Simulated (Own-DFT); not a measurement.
# Response to strain: wurtzite AlGaN with randomly placed atoms, 72 atoms (Al9Ga27N36)

These are calculations, not measurements. They come from Own-DFT, an in-house plane-wave density functional program, since retired, whose code no person has reviewed. Each row is one single-point run on a periodic cell that was not relaxed, without spin or spin-orbit coupling.

Settings of every run: PBE; PseudoDojo norm-conserving scalar-relativistic files; cutoff 42 hartree; 4 x 4 x 3 k mesh centred on Gamma; Fermi-Dirac smearing of 0.1 eV.

Known limits: forces on such cells passed a denser k mesh, each cell not checked; stress not checked against mesh or cutoff.

Unstrained cell vectors in Å: (9.509, 0.000, 0.000); (-4.755, 8.235, 0.000); (0.000, 0.000, 10.268). The unstrained cell has measured lattice constants (interpolated for alloys), not those of this functional. That, the random moves and any unrelaxed bonds set the pressure at no strain. Each run strains this cell uniformly, with the atoms carried along. Every atom was also moved at random, by a Gaussian of width 0.05 Å on each axis. The random placing of the alloy's atoms differs from row to row. Strain is the symmetric tensor, in per cent. Stress is positive in tension, and the pressure is minus a third of its trace.

```
run  e_xx (%)  e_yy (%)  e_zz (%)  s_xx (GPa)  s_yy (GPa)  s_zz (GPa)  P (GPa)  E (meV/atom)
  1     -0.25     -0.25      0.00       -9.01       -8.45       -9.32     8.93          21.8
  2      0.25      0.25      0.00       -5.94       -4.82       -8.46     6.41           2.0
  3     -1.25     -1.25      0.00      -14.66      -14.68       -9.80    13.05          30.8
  4     -1.50     -1.50      0.00      -16.61      -17.20       -9.45    14.42          34.2
  5     -0.50     -0.50      0.00      -12.62       -8.75       -6.98     9.45          15.5
  6     -3.00     -3.00      0.00      -24.20      -27.29      -14.36    21.95          71.1
  7      2.25      2.25      0.00        3.60        2.78       -4.47    -0.64           6.9
  8      3.00      3.00      0.00        6.67        6.60       -2.93    -3.44           0.0
  9     -2.50     -2.50      0.00           ?           ?           ?        ?             ?
```

E is the free energy for each atom above the lowest run shown.

## Worked fit

The change of volume is close to e_xx + e_yy + e_zz. A straight line through the runs shown gives P = 8.32 - 206 x (fractional change of volume) GPa, with an error of 9 on the slope and a scatter of 0.90 GPa. The strain isn't the same on all axes and the cell isn't cubic, so the slope belongs to this path and is not the bulk modulus.

## Withheld run

Question: what pressure should run 9 give? Its volume changes by -4.94 %.

The line gives 18.5 GPa. The calculation gave 19.14 GPa.
